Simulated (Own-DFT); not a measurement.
# Response to strain: wurtzite AlN, 72 atoms (Al36N36)

The numbers are computed, not measured, by runs of the plane-wave DFT program Own-DFT (in-house, retired, unreviewed) at fixed positions, with no spin and no spin-orbit coupling.

Settings: PBE; PseudoDojo norm-conserving scalar-relativistic files; cutoff 42 hartree; 4 x 4 x 3 k mesh centred on Gamma; Gaussian smearing of 0.01 eV.

Keep in mind: k mesh not checked against a denser one; stress not checked against mesh or cutoff.

Unstrained cell vectors in Å: (9.336, 0.000, 0.000); (-4.668, 8.085, 0.000); (0.000, 0.000, 9.964). The unstrained cell has measured lattice constants (interpolated for alloys), not those of this functional. That, the random moves and any unrelaxed bonds set the pressure at no strain. The cell is deformed uniformly in each run, and the atoms keep their fractional places. Each atom got a random Gaussian move of width 0.05 Å along each axis. Strain is the symmetric tensor, in per cent. Stress is positive in tension, and the pressure is minus a third of its trace.

```
run  e_xx (%)  e_yy (%)  e_zz (%)  e_yz (%)  e_xz (%)  e_xy (%)  s_xx (GPa)  s_yy (GPa)  s_zz (GPa)  s_yz (GPa)  s_xz (GPa)  s_xy (GPa)  P (GPa)  E (meV/atom)
  1     -0.22     -1.32      1.36     -1.67      0.57     -0.86       -7.50      -11.80       -0.47       -3.79        1.93       -4.01     6.59          15.4
  2      0.40     -0.88     -1.55      2.00      1.11     -0.81       -7.43       -8.84      -13.49        5.38        2.54       -4.31     9.92          15.6
  3     -0.24      1.92     -1.76     -1.54      0.20      1.91       -7.87        1.56      -11.55       -4.03        0.22        6.80     5.95          15.9
  4     -0.52     -0.34      0.11      1.88      1.65      1.58      -10.34       -5.74       -5.92        4.94        4.55        6.26     7.33          14.5
  5     -0.70     -1.99      1.74      1.26     -0.22      1.29      -11.68      -14.82        0.53        2.80       -0.41        4.18     8.66          27.1
  6     -1.24     -1.68     -1.49      0.72     -1.38      0.28      -15.72      -17.00      -16.47        2.34       -4.70        2.16    16.40          51.2
  7     -0.08      1.55     -0.43      0.97      1.33      1.22       -6.91        0.54       -5.22        3.10        3.43        4.74     3.86           8.0
  8      1.61     -0.59      1.90      0.03      1.01     -0.76        3.83       -6.80        2.84       -0.36        2.61       -1.67     0.04           0.0
  9      0.50     -1.07     -1.13      1.69     -0.01     -0.12       -4.62      -11.20      -12.33        3.80        0.31       -0.36     9.38          20.6
 10     -0.65      1.42      0.27      1.04      0.14     -1.04       -5.31       -0.47       -4.89        2.17        0.36       -2.76     3.56           2.4
 11      1.95      0.01     -0.75      0.08     -1.69      0.16        1.54       -2.93       -8.81       -0.56       -4.48        0.30     3.40          13.3
 12     -0.93      1.68      1.40     -0.42     -1.48     -1.42       -6.88        0.51        1.84       -1.19       -3.57       -5.13     1.51          12.1
 13      0.16     -1.46      1.79     -1.81     -1.84      0.11       -6.83      -10.34        0.45       -5.19       -3.88       -0.60     5.57          27.2
 14     -1.15      1.83      0.18     -0.49      1.62     -1.92       -9.61        0.27       -3.62       -1.68        4.78       -6.48     4.32          17.7
 15     -0.60      0.82     -0.02     -1.64      0.33     -0.16           ?           ?           ?           ?           ?           ?        ?             ?
```

E is the free energy per atom, counted from the lowest run shown.

## Analysis

Regress every stress component on the fractional strains (shears doubled) of the visible runs, with a constant. Shear strains stay in the fit of a normal stress only where such slopes are resolved. The slopes, in GPa:

| stress | at no strain | per e_xx | per e_yy | per e_zz | scatter |
|---|---|---|---|---|---|
| s_xx | -6.5 | 490 ± 40 | 129 ± 27 | 104 ± 28 | 1.34 |
| s_yy | -5.9 | 141 ± 33 | 440 ± 22 | 40 ± 23 | 1.11 |
| s_zz | -5.9 | 53 ± 24 | 112 ± 16 | 470 ± 17 | 0.82 |

The slope of each shear stress on twice its own strain, from a fit on all six strains: yz 124 ± 6, xz 133 ± 6, xy 181 ± 12 GPa. These are stiffnesses along x, y and z of the frame in which the cell vectors are given, with the crystal's c axis along z: C11, C12, C13 and C33. Hexagonal symmetry asks that xx and yy behave alike, which is a second check on the noise. No internal relaxation is included, and where it is allowed it would reduce some of the slopes. Slopes across the diagonal should nearly agree, so their difference gauges the noise. A ninth of the table's sum, 220 ± 6 GPa, estimates the bulk modulus near the mean pressure of these runs, 6.2 GPa, so it lies above the value at zero pressure.

## Check

Q: what normal stresses and pressure should run 15 give?

The fit gives s_xx = -8.4, s_yy = -3.1, s_zz = -5.5 and P = 5.7 GPa. The hidden result is -7.72, -3.20, -5.53 and P = 5.48 GPa.
